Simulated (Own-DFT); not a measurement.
# Strain and stress in wurtzite GaN, 96 atoms (Ga48N48)

Calculated results; nothing here was measured. They come from Own-DFT, an in-house plane-wave density functional program, since retired, whose code no person has reviewed. Each row is one single-point run on a periodic cell that was not relaxed, without spin or spin-orbit coupling.

Settings of every run: PBE; PseudoDojo norm-conserving scalar-relativistic files (stringent for Ga); cutoff 96 hartree; 3 x 4 x 3 k mesh centred on Gamma; Gaussian smearing of 0.01 eV.

Known limits: forces on such cells passed a denser k mesh, each cell not checked; stress not checked against mesh or cutoff.

Unstrained cell vectors in Å: (12.756, 0.000, 0.000); (-4.783, 8.285, 0.000); (0.000, 0.000, 10.370). The unstrained cell has measured lattice constants (interpolated for alloys), not those of this functional. That, the random moves and any unrelaxed bonds set the pressure at no strain. Each run strains this cell uniformly, with the atoms carried along. Every atom was also moved at random, by a Gaussian of width 0.05 Å on each axis. Strain is the symmetric tensor, in per cent. Stress is positive in tension, and the pressure is minus a third of its trace.

| run | e_xx (%) | e_yy (%) | e_zz (%) | e_yz (%) | e_xz (%) | e_xy (%) | s_xx (GPa) | s_yy (GPa) | s_zz (GPa) | s_yz (GPa) | s_xz (GPa) | s_xy (GPa) | P (GPa) | E (meV/atom) |
|---|---|---|---|---|---|---|---|---|---|---|---|---|---|---|
| 1 | 0.20 | -0.40 | -0.96 | -0.30 | 0.38 | -0.09 | -8.79 | -8.39 | -11.55 | -0.74 | 0.84 | -0.59 | 9.58 | 18.8 |
| 2 | 0.91 | 0.01 | -0.25 | -0.42 | -1.52 | 0.84 | -3.13 | -7.37 | -8.21 | -1.46 | -3.99 | 2.67 | 6.24 | 18.9 |
| 3 | 0.20 | -1.27 | -0.34 | -0.20 | -0.66 | -0.47 | -7.43 | -13.61 | -8.57 | -0.70 | -1.45 | -2.25 | 9.87 | 15.5 |
| 4 | -1.47 | -0.69 | 1.47 | 1.00 | 0.32 | -0.65 | -14.62 | -9.43 | -2.52 | 1.56 | 1.73 | -0.84 | 8.86 | 28.1 |
| 5 | 1.98 | 0.76 | 1.56 | -0.59 | -0.45 | -0.65 | 3.26 | -1.20 | -0.18 | -1.26 | -0.66 | -1.57 | -0.63 | 3.0 |
| 6 | -0.13 | -1.89 | -0.37 | -0.79 | 1.51 | 0.86 | -10.68 | -14.61 | -11.36 | -1.75 | 3.28 | 2.05 | 12.22 | 36.4 |
| 7 | 0.63 | 0.54 | -0.66 | 0.05 | -0.30 | -0.82 | -5.53 | -3.23 | -9.62 | -0.73 | -0.76 | -3.26 | 6.13 | 7.0 |
| 8 | 1.87 | 1.58 | 0.17 | -0.64 | -1.67 | 1.73 | 1.90 | 1.34 | -3.97 | -1.03 | -2.92 | 4.45 | 0.24 | 3.1 |
| 9 | 1.77 | -1.83 | 1.97 | 0.76 | 1.48 | 0.65 | -0.67 | -12.57 | 0.81 | 1.96 | 3.01 | 2.42 | 4.15 | 23.2 |
| 10 | 1.73 | 1.27 | -0.59 | 0.95 | 1.64 | 1.56 | 0.62 | -2.55 | -7.17 | 2.00 | 3.80 | 4.74 | 3.03 | 18.6 |
| 11 | 0.11 | 0.72 | 0.87 | 0.64 | 0.31 | 0.80 | -4.13 | -2.15 | -4.36 | 1.18 | 0.68 | 2.21 | 3.55 | 0.0 |
| 12 | -1.16 | 0.23 | -0.60 | 1.70 | -0.36 | -1.39 | -11.63 | -8.72 | -11.70 | 3.95 | -1.06 | -5.11 | 10.68 | 34.4 |
| 13 | 1.92 | -0.57 | -1.25 | -1.77 | -1.14 | 1.78 | -1.50 | -8.54 | -11.91 | -4.41 | -2.60 | 4.63 | 7.32 | 28.6 |
| 14 | 0.17 | 1.83 | 0.97 | -1.94 | -0.27 | 1.56 | -3.62 | -0.80 | -0.92 | -3.97 | -0.79 | 4.58 | 1.78 | 12.2 |
| 15 | -0.85 | -0.45 | 0.36 | -0.60 | 0.33 | -0.61 | -9.66 | -11.28 | -6.71 | -1.01 | 0.11 | -2.32 | 9.21 | 22.1 |
| 16 | -0.55 | 1.49 | 1.96 | 0.71 | 0.48 | -0.83 | ? | ? | ? | ? | ? | ? | ? | ? |

E is the free energy for each atom above the lowest run shown.

## Worked fit

Each stress component was fitted by least squares to a constant and the strains of the runs shown, as fractions, with shears doubled. Shear strains stay in the fit of a normal stress only where such slopes are resolved. The slopes, in GPa:

| stress | at no strain | per e_xx | per e_yy | per e_zz | scatter |
|---|---|---|---|---|---|
| s_xx | -7.3 | 405 ± 23 | 122 ± 23 | 88 ± 26 | 0.96 |
| s_yy | -7.4 | 89 ± 31 | 398 ± 31 | 61 ± 35 | 1.31 |
| s_zz | -7.5 | 71 ± 20 | 77 ± 20 | 416 ± 22 | 0.83 |

Each shear stress against twice its own strain: yz 107 ± 8, xz 107 ± 9, xy 155 ± 9 GPa. These are stiffnesses along x, y and z of the frame in which the cell vectors are given, which need not be the crystal's axes. The atoms are held to the strained lattice; where symmetry lets them move under strain, relaxing them would lower some slopes. The table should be nearly symmetric about its diagonal, and what it lacks of that shows the noise. A ninth of its sum, 192 ± 4 GPa, estimates the bulk modulus near the mean pressure of these runs, 6.1 GPa, so it lies above the value at zero pressure.

## Withheld run

Question: what normal stresses and pressure should run 16 give?

The fit gives s_xx = -6.0, s_yy = -0.8, s_zz = 1.4 and P = 1.8 GPa. The calculation gave -8.31, -0.84, 2.21 and P = 2.31 GPa.
